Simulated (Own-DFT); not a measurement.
Al₃GaAs₄ (zincblende random alloy, strained, atoms displaced) (calculated)

All values are calculated (Own-DFT development build). A calculation, not a measurement: plane-wave PBE density functional theory by an unreviewed code, no spin, of a simulated periodic cell, stress positive in tension, free energy of the whole cell less one offset for each atom, forces on such cells passed a denser k mesh, this cell's mesh not checked; offsets are fitted by least squares, one for each functional and potential file, so energies compare only between cells with the same atoms and settings and are not formation energies; the far tail of each file's local potential was reset to the Coulomb form; each entry is a single point on an unrelaxed cell, so the pressure reflects the starting lattice, mostly measured values, from which strain is counted, and rises with the displacements; printed positions are rounded, which can move forces by about a meV/angstrom; the program is a retired in-house code; no spin-orbit coupling.

Entry: Al₃GaAs₄ (zincblende random alloy, strained, atoms displaced)

```
Al3GaAs4
1.0
     11.4067    -0.0152     0.2187
     -0.0152    11.4983    -0.1300
      0.2187    -0.1300    11.4065
Al As Al Ga As Ga Al As Al As Al Ga Al Ga As Ga Al As Al As Al As
4 4 3 1 4 2 2 4 4 4 1 1 1 1 4 3 1 4 4 4 4 4
Direct
  0.00470 0.99641 0.00255
  0.98919 0.25078 0.24907
  0.24908 0.00342 0.24562
  0.25000 0.25205 0.00148
  0.12214 0.12322 0.12586
  0.12495 0.37686 0.37522
  0.37647 0.13409 0.37081
  0.37628 0.37555 0.12000
  0.00168 0.99706 0.50255
  0.00066 0.24665 0.74820
  0.25004 0.99687 0.75607
  0.25094 0.24625 0.49604
  0.13281 0.12446 0.62302
  0.11897 0.37988 0.86835
  0.37488 0.12660 0.88034
  0.38434 0.37656 0.62376
  0.00589 0.49931 0.00530
  0.99459 0.74461 0.24376
  0.24585 0.49627 0.24851
  0.24955 0.75656 0.99019
  0.12527 0.62097 0.11956
  0.12388 0.87951 0.37412
  0.37201 0.62289 0.37511
  0.38332 0.86814 0.12142
  0.99394 0.49335 0.49877
  0.99867 0.74307 0.74706
  0.25538 0.50353 0.74836
  0.24433 0.74901 0.50444
  0.13627 0.62396 0.61349
  0.11792 0.87328 0.86850
  0.37532 0.63046 0.87528
  0.37952 0.87181 0.62602
  0.51107 0.00426 0.99912
  0.50026 0.24560 0.25095
  0.75072 0.99922 0.25235
  0.74698 0.25160 0.99945
  0.62893 0.12284 0.12327
  0.62272 0.37060 0.37980
  0.87319 0.12115 0.37524
  0.87542 0.37394 0.12425
  0.50008 0.00759 0.50091
  0.50301 0.24613 0.74954
  0.74741 0.99942 0.74878
  0.74604 0.24806 0.50157
  0.62559 0.12112 0.62420
  0.62144 0.37647 0.86781
  0.87916 0.11871 0.86052
  0.87653 0.37442 0.62242
  0.50683 0.49806 0.99274
  0.49755 0.74616 0.24751
  0.74707 0.50391 0.24829
  0.75249 0.74213 0.99751
  0.62407 0.62240 0.12695
  0.62111 0.87987 0.38307
  0.87826 0.63233 0.37521
  0.87417 0.87952 0.12879
  0.50402 0.51140 0.49852
  0.50617 0.74013 0.74163
  0.75018 0.49773 0.75264
  0.75455 0.74621 0.50636
  0.63201 0.61876 0.62000
  0.62277 0.87317 0.87473
  0.87503 0.62484 0.87793
  0.87419 0.87230 0.62767
```

| Item | Value |
| --- | --- |
| functional | PBE |
| potential files | PseudoDojo norm-conserving, scalar-relativistic, standard set |
| wave cutoff | 42 hartree |
| occupations | Fermi-Dirac |
| smearing width | 0.1 eV |
| k mesh | 3 x 3 x 3 centred on Gamma |
| free energy of cell above offsets | -18.786 eV |
| pressure | 1.05 GPa |
| stress xx | -1.2 GPa |
| stress yy | -0.73 GPa |
| stress zz | -1.23 GPa |
| stress yz | -1.44 GPa |
| stress xz | 2.98 GPa |
| stress xy | -0.36 GPa |

Force:
```csv
element,x (eV/Å),y (eV/Å),z (eV/Å)
Al,-0.687,0.462,-0.326
Al,0.698,0.017,0.357
Al,0.452,-0.344,0.142
Al,-0.653,0.366,-0.201
As,0.187,0.397,-0.127
As,-0.339,-0.908,-0.276
As,-0.237,-1.68,0.123
As,0.314,-0.082,0.289
Al,-0.306,0.499,0.058
Al,0.198,0.582,-0.524
Al,0.422,0.356,-0.502
Ga,-0.016,1.225,0.45
As,-0.329,-0.525,0.345
As,0.858,-0.617,0.164
As,0.298,-0.546,-0.238
As,-0.375,-0.195,-0.109
Ga,-0.856,-0.133,-0.57
Ga,0.7,0.981,0.008
Al,0.386,0.415,-0.129
Al,-0.306,0.14,0.677
As,0.813,0.729,0.394
As,0.377,-0.906,-0.352
As,-0.021,0.079,-0.164
As,-0.597,0.802,-0.111
Al,0.563,1.155,-0.274
Al,0.16,0.061,-0.462
Al,-0.121,-0.119,-0.115
Al,1.143,1.649,-1.363
As,-1.807,-1.383,1.533
As,0.371,-0.374,0.309
As,0.567,-0.83,-0.288
As,-0.226,0.03,-0.025
Al,-1.163,-0.25,-0.013
Ga,0.349,1.073,-0.701
Al,-0.609,0.168,0.333
Ga,0.478,-0.033,-0.709
As,0.289,0.046,0.49
As,0.329,0.45,-0.511
As,0.187,0.072,0.444
As,-0.32,0.195,-0.044
Ga,-0.865,-0.084,-0.032
Ga,-0.649,0.189,-0.176
Ga,-0.261,-0.301,0.017
Al,0.291,0.251,-0.193
As,0.284,0.14,0.287
As,0.765,-0.807,0.281
As,-0.231,0.148,1.601
As,-0.396,-0.665,0.548
Al,-1.046,0.74,0.656
Al,0.031,0.534,0.803
Al,0.193,-0.374,0.635
Al,-0.629,1.416,0.69
As,0.26,-0.189,-0.529
As,0.572,-1.103,-0.795
As,-0.399,-1.371,0.059
As,0.04,-0.996,-0.767
Al,-0.663,-0.914,-0.368
Al,-0.415,0.984,0.468
Al,0.383,0.316,-0.32
Al,-0.421,1.052,-0.554
As,0.409,-0.129,0.58
As,0.55,-0.717,-0.326
As,0.591,-0.988,-0.484
As,0.432,-0.161,-0.061
```
